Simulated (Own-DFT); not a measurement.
# Which defects push the lattice out? C11b WSi2

Source: density functional calculations with Own-DFT, an unreviewed in-house program that is no longer used. Nothing was measured or relaxed, and spin and spin-orbit coupling are left out.

Settings: PBE; PseudoDojo norm-conserving scalar-relativistic files; cutoff 50 hartree; 5 x 5 x 5 k mesh centred on Gamma; cold (Marzari-Vanderbilt) smearing of 0.2 eV.

Caveats: forces on such cells failed a check on a denser k mesh; stress not checked against mesh or cutoff.

All runs share one cell, with vectors in Å (-2.148, -5.953, 3.409); (-6.444, 2.976, 1.136); (-2.553, -2.948, -6.757) and a volume of 403.2 Å³. The atoms are randomly displaced, by u rms on each axis. The defect's site can differ from row to row.

| cell | formula | u (Å) | P (GPa) |
|---|---|---|---|
| no defect | Si20W10 | 0.0174 | 4.52 |
| no defect | Si20W10 | 0.0199 | 4.43 |
| no defect | Si20W10 | 0.0519 | 6.36 |
| one Si vacancy | Si19W10 | 0.0261 | 2.95 |
| one Si vacancy | Si19W10 | 0.0291 | 3.15 |
| one Si vacancy | Si19W10 | 0.0613 | 5.33 |
| one Si on a W site | Si21W9 | 0.0240 | ? |
| one Si on a W site | Si21W9 | 0.0295 | 6.34 |
| one Si on a W site | Si21W9 | 0.0458 | 7.47 |
| one Si on a W site | Si21W9 | 0.0486 | 7.16 |
| one W on a Si site | Si19W11 | 0.0287 | 9.66 |
| one W on a Si site | Si19W11 | 0.0429 | 10.25 |
| one W on a Si site | Si19W11 | 0.0499 | 11.47 |

## Fit

P = P0 + c u² + a shift for each defect gives P0 = 4.20 GPa, c = 796 ± 70 GPa/Å² and a scatter of 0.25 GPa. The shifts, and each times the cell's volume:

- one W on a Si site: 4.89 ± 0.21 GPa, 12.3 eV
- one Si on a W site: 1.37 ± 0.21 GPa, 3.4 eV
- one Si vacancy: -1.79 ± 0.21 GPa, -4.5 eV

A positive shift means that the defect pushes the cell outwards. Shift times volume (160.2 GPa Å³ is 1 eV) depends little on the cell's size, so, taken for each site, it can be compared between cells at like pressure. The atoms around the defects weren't relaxed, which would change these numbers.

## Test on the hidden row

Question: what pressure belongs in the blank (one Si on a W site, u = 0.0240 Å)?

The fit gives 6.03 ± 0.30 GPa. DFT gave 6.17 GPa.
